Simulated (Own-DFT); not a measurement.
# What a defect does to the pressure of its cell: zincblende InP

Everything here is calculated. The program is Own-DFT (plane waves, in-house, since retired, never reviewed by a person); positions were held fixed, and spin and spin-orbit coupling were off.

Method: PBE; PseudoDojo norm-conserving scalar-relativistic files; cutoff 36 hartree; 3 x 3 x 3 k mesh centred on Gamma; Fermi-Dirac smearing of 0.1 eV.

Limits (not all hold for every row): not probed for a lower state with spin; forces on such cells moved up to 12 meV/angstrom on a denser k mesh; stress not checked against mesh or cutoff.

All runs share one cell, with vectors in Å (11.737, 0.000, 0.000); (0.000, 11.737, 0.000); (0.000, 0.000, 11.737) and a volume of 1617.0 Å³. u is the rms random offset of the atoms per axis. The defect's site can differ from row to row.

| cell | formula | u (Å) | P (GPa) |
|---|---|---|---|
| no defect | In32P32 | 0.0205 | 3.22 |
| no defect | In32P32 | 0.0492 | 3.54 |
| no defect | In32P32 | 0.0526 | 3.67 |
| one In on a P site and one P on an In site | In32P32 | 0.0286 | 3.65 |
| one In on a P site and one P on an In site | In32P32 | 0.0311 | ? |
| one In on a P site and one P on an In site | In32P32 | 0.0483 | 4.02 |
| one In on a P site and one P on an In site | In32P32 | 0.0492 | 3.99 |
| two P vacancies | In32P30 | 0.0277 | 2.89 |
| two P vacancies | In32P30 | 0.0284 | 2.92 |
| two P vacancies | In32P30 | 0.0310 | 3.12 |

## Fit

P = P0 + c u² + a shift for each defect gives P0 = 3.10 GPa, c = 199 ± 34 GPa/Å² and a scatter of 0.07 GPa. The shifts, and each times the cell's volume:

- one In on a P site and one P on an In site: 0.41 ± 0.06 GPa, 4.2 eV
- two P vacancies: -0.29 ± 0.07 GPa, -3.0 eV (-1.5 eV for each of its 2 sites)

Positive is outwards. The product with the volume (160.2 GPa Å³ to the eV) is nearly free of the cell's size; divided by the bulk modulus at the cell's pressure it gives the volume that the defect adds. The atoms around the defects weren't relaxed, which would change these numbers.

## Prediction

The question: what pressure belongs in the blank (one In on a P site and one P on an In site, u = 0.0311 Å)?

From the fit: 3.71 ± 0.09 GPa. The hidden result is 3.67 GPa.
